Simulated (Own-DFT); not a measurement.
# Point defects and the pressure they add: zincblende GaAs

Everything here is calculated. The program is Own-DFT (plane waves, in-house, since retired, never reviewed by a person); positions were held fixed, and spin and spin-orbit coupling were off.

All runs used: PBE; PseudoDojo norm-conserving scalar-relativistic files; cutoff 42 hartree; 3 x 3 x 3 k mesh centred on Gamma; Fermi-Dirac smearing of 0.1 eV.

Keep in mind (not all hold for every row): not probed for a lower state with spin; forces not confirmed at this smearing and k mesh; stress not checked against mesh or cutoff.

All runs share one cell, with vectors in Å (11.737, 0.000, 0.000); (0.000, 11.737, 0.000); (0.000, 0.000, 10.833) and a volume of 1492.4 Å³, strained against the parent crystal. The atoms are randomly displaced, by u rms on each axis. The defect's site can differ from row to row.

| cell | formula | u (Å) | P (GPa) |
|---|---|---|---|
| no defect | As32Ga32 | 0.0301 | 1.25 |
| no defect | As32Ga32 | 0.0458 | 1.49 |
| no defect | As32Ga32 | 0.0548 | 1.73 |
| one In on a Ga site | As32Ga31In | 0.0487 | 2.04 |
| one In on a Ga site | As32Ga31In | 0.0504 | ? |
| one In on a Ga site | As32Ga31In | 0.0514 | 2.29 |
| one In on a Ga site | As32Ga31In | 0.0526 | 2.11 |
| one P on an As site | As31Ga32P | 0.0278 | 0.99 |
| one P on an As site | As31Ga32P | 0.0294 | 1.01 |
| one P on an As site | As31Ga32P | 0.0299 | 1.01 |
| one Al on a Ga site | AlAs32Ga31 | 0.0286 | 1.22 |
| one Al on a Ga site | AlAs32Ga31 | 0.0307 | 1.19 |
| one Al on a Ga site | AlAs32Ga31 | 0.0548 | 1.65 |
| one As vacancy and one Ga vacancy | As31Ga31 | 0.0294 | 0.93 |
| one As vacancy and one Ga vacancy | As31Ga31 | 0.0324 | 0.95 |
| one As vacancy and one Ga vacancy | As31Ga31 | 0.0524 | 1.13 |

## What the rows give

P = P0 + c u² + a shift for each defect gives P0 = 1.12 GPa, c = 185 ± 27 GPa/Å² and a scatter of 0.07 GPa. The shifts, and each times the cell's volume:

- one In on a Ga site: 0.55 ± 0.06 GPa, 5.1 eV
- one Al on a Ga site: -0.06 ± 0.06 GPa, -0.5 eV (not resolved)
- one P on an As site: -0.27 ± 0.07 GPa, -2.5 eV
- one As vacancy and one Ga vacancy: -0.40 ± 0.06 GPa, -3.7 eV

A positive shift means that the defect pushes the cell outwards. Shift times volume (160.2 GPa Å³ is 1 eV) depends little on the cell's size, so, taken for each site, it can be compared between cells at like pressure. The atoms around the defects weren't relaxed, which would change these numbers.

## Withheld run

Q: what pressure belongs in the blank (one In on a Ga site, u = 0.0504 Å)?

Estimate: 2.13 ± 0.08 GPa. The run itself gave 2.17 GPa.
